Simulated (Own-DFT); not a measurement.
# How strain changes the stress of C40 NbSi2, 36 atoms (Nb12Si24)

These are calculations, not measurements. They come from Own-DFT, an in-house plane-wave density functional program, since retired, whose code no person has reviewed. Each row is one single-point run on a periodic cell that was not relaxed, without spin or spin-orbit coupling.

Settings of every run: PBE; PseudoDojo norm-conserving scalar-relativistic files; cutoff 42 hartree; 4 x 4 x 5 k mesh centred on Gamma; cold (Marzari-Vanderbilt) smearing of 0.2 eV.

Known limits: forces on such cells failed a check on a denser k mesh; stress not checked against mesh or cutoff.

Unstrained cell vectors in Å: (0.000, 8.324, 0.000); (-9.613, 0.000, 0.000); (0.000, 0.000, 6.586). The unstrained cell was taken from the Materials Project. The random moves and any unrelaxed bonds add to the pressure at no strain. Each run strains this cell uniformly, with the atoms carried along. Every atom was also moved at random, by a Gaussian of width 0.05 Å on each axis. Strain is the symmetric tensor, in per cent. Stress is positive in tension, and the pressure is minus a third of its trace.

```
run  e_xx (%)  e_yy (%)  e_zz (%)  e_yz (%)  e_xz (%)  e_xy (%)  s_xx (GPa)  s_yy (GPa)  s_zz (GPa)  s_yz (GPa)  s_xz (GPa)  s_xy (GPa)  P (GPa)  E (meV/atom)
  1      1.99     -1.42      0.84     -1.53      1.66      0.82        4.17       -5.69        0.16       -5.09        4.25        1.97     0.45          14.9
  2     -1.79     -1.62     -1.20     -0.05     -1.62     -0.12      -12.05      -11.70      -13.27        0.42       -5.77       -0.79    12.34          40.1
  3     -0.13      1.28      1.14      1.75      0.11     -0.58       -1.03        2.84        2.19        5.07        0.51       -1.34    -1.34           1.8
  4     -1.31     -1.79      0.21     -1.38     -0.94      0.92       -8.73      -10.20       -5.97       -4.76       -2.76        2.44     8.30          22.6
  5     -0.40      0.31     -0.64      1.13      1.21      1.16       -4.39       -1.75       -7.09        4.28        4.87        3.36     4.41           9.9
  6      1.84      1.00     -0.80      1.34      0.50      0.45        4.31        1.46       -5.17        4.76        2.06        1.30    -0.20           8.6
  7     -1.89     -1.08      0.68     -1.38      0.56      1.32      -11.22       -7.44       -3.98       -4.05        1.67        3.91     7.55          37.5
  8     -1.67      0.30     -0.52      1.25      1.64     -1.16       -9.39       -2.18       -7.69        4.45        4.42       -3.68     6.42          14.2
  9     -0.73     -1.73      1.64     -1.80     -1.12     -1.69       -6.03       -8.89        0.63       -4.79       -3.23       -5.97     4.76          39.3
 10     -1.15     -0.43     -0.75     -1.08     -0.29      1.99       -8.24       -5.47       -8.41       -3.60       -0.41        6.95     7.37          14.3
 11      1.08      0.11      1.86      0.25      0.57     -1.04        2.85        0.12        5.21        0.85        1.39       -2.47    -2.73           0.0
 12     -1.17      0.28     -1.00     -0.92     -1.83     -0.71       -7.92       -3.56      -10.25       -2.76       -6.45       -2.93     7.24          35.9
 13     -1.39      1.79     -1.77      1.04     -1.95      0.03       -7.97        1.66      -12.18        3.08       -6.81       -0.08     6.16          23.3
 14     -0.46      0.42     -0.41      1.26     -1.64      0.47       -4.62       -1.36       -5.66        3.82       -5.19        2.05     3.88          12.5
 15     -0.76      1.73     -0.68     -1.32     -0.14      1.57       -4.54        2.14       -5.85       -3.82       -0.66        4.58     2.75          10.6
 16     -1.10      1.11      0.43     -0.26     -1.43      0.63           ?           ?           ?           ?           ?           ?        ?             ?
```

E is the free energy for each atom above the lowest run shown.

## Worked fit

Each stress component was fitted by least squares to a constant and the strains of the runs shown, as fractions, with shears doubled. Shear strains stay in the fit of a normal stress only where such slopes are resolved. The slopes, in GPa:

| stress | at no strain | per e_xx | per e_yy | per e_zz | scatter |
|---|---|---|---|---|---|
| s_xx | -2.8 | 384 ± 7 | 91 ± 8 | 77 ± 9 | 0.31 |
| s_yy | -2.7 | 70 ± 12 | 380 ± 13 | 83 ± 15 | 0.51 |
| s_zz | -4.2 | 94 ± 10 | 101 ± 10 | 457 ± 12 | 0.40 |

Each shear stress against twice its own strain: yz 153 ± 7, xz 153 ± 9, xy 169 ± 7 GPa. These are stiffnesses along x, y and z of the frame in which the cell vectors are given, which need not be the crystal's axes. The atoms are held to the strained lattice; where symmetry lets them move under strain, relaxing them would lower some slopes. The table should be nearly symmetric about its diagonal, and what it lacks of that shows the noise. A ninth of its sum, 193 ± 4 GPa, estimates the bulk modulus near the mean pressure of these runs, 4.5 GPa, so it lies above the value at zero pressure.

## Withheld run

Question: what normal stresses and pressure should run 16 give?

The fit gives s_xx = -5.7, s_yy = 1.1, s_zz = -2.1 and P = 2.2 GPa. The calculation gave -5.50, 1.67, -1.75 and P = 1.86 GPa.
